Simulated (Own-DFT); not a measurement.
# Reading a pressure off an energy slope: monoclinic HfO2, 94 atoms (Hf32O62), with two O vacancies

All values are computed. Each geometry was run twice at fixed positions with Own-DFT, a retired in-house plane-wave program that no person has reviewed: with PBE, and with HSE06 (exact exchange share 0.25 at short range, screening 0.11 per bohr, Gygi-Baldereschi treatment of its divergence). Both used PseudoDojo norm-conserving files made for PBE, a cutoff of 48 hartree, the Gamma point alone, fixed occupations, a neutral cell and no spin. One k point on a cell 10.1 Å thick isn't converged, and results move with the size of the cell. The hafnium file keeps the 4f electrons in the core, and its forces lie about 75 meV/Å off all-electron values. The oxygen file's force components were 24 meV/Å off all-electron values in a glass.

Unstrained cell vectors in Å: (10.234, 0.000, 0.000); (0.000, 10.350, 0.000); (-1.696, 0.000, 10.445), volume V0 = 1106.4 Å³, from measured lattice constants. Each geometry has its own random strain of a few per cent, its own defect sites and random moves of rms u per axis. HSE06 gave the energy alone. D is its energy less that of PBE, over the lowest D shown. The PBE stress wasn't checked against mesh or cutoff.

```
run  V - V0 (Å³)   u (Å)  P with PBE (GPa)  D (eV)
  1         51.0  0.0518             -3.89   2.263
  2        -23.8  0.0303             10.01   0.333
  3         -8.7  0.0318              6.06   0.693
  4        -46.3  0.0505             17.18   0.000
  5        -10.9  0.0513              7.84   0.810
  6        -17.2  0.0528             11.16   0.541
  7        -33.9  0.0293             11.97   0.050
  8         13.1  0.0279              1.25   1.247
  9        -21.7  0.0498             10.65   0.520
 10         -6.4  0.0304              4.75   0.836
 11        -10.5  0.0300              6.01   0.703
 12        -33.2  0.0328             12.07   0.153
 13        -34.3  0.0483             12.96   0.244
 14        -32.2  0.0466             11.70       ?
```

## What the rows give

D = 0.86 + 0.0238 (V - V0) + 69 u² eV, with an error of 0.0006 on the volume slope, 18 on the last term and a scatter of 0.05 eV. Pressure is -dE/dV, and 1 eV/Å³ is 160.2 GPa, so HSE06 changes the pressure by -3.8 ± 0.1 GPa. With the ions held to the strained lattice, the PBE pressure falls by 241 ± 9 GPa per unit of volume strain; the shape of the strain isn't fitted, so the true error is larger, and a relaxed crystal would be softer. On that slope HSE06's volume at a given pressure is about 1.6 % smaller, or 0.5 % in lengths. At u = 0 and V0 the PBE pressure is 2.9 GPa, which puts the zero-pressure volume, against the measured cell and with the defects in, at +1.2 % for PBE and -0.4 % for HSE06, each good to a few tenths of a per cent.

## Test on the hidden row

The question: what D should run 14 give?

From the fit: 0.25 eV, with rows scattering by 0.05. The run itself gave 0.296 eV.
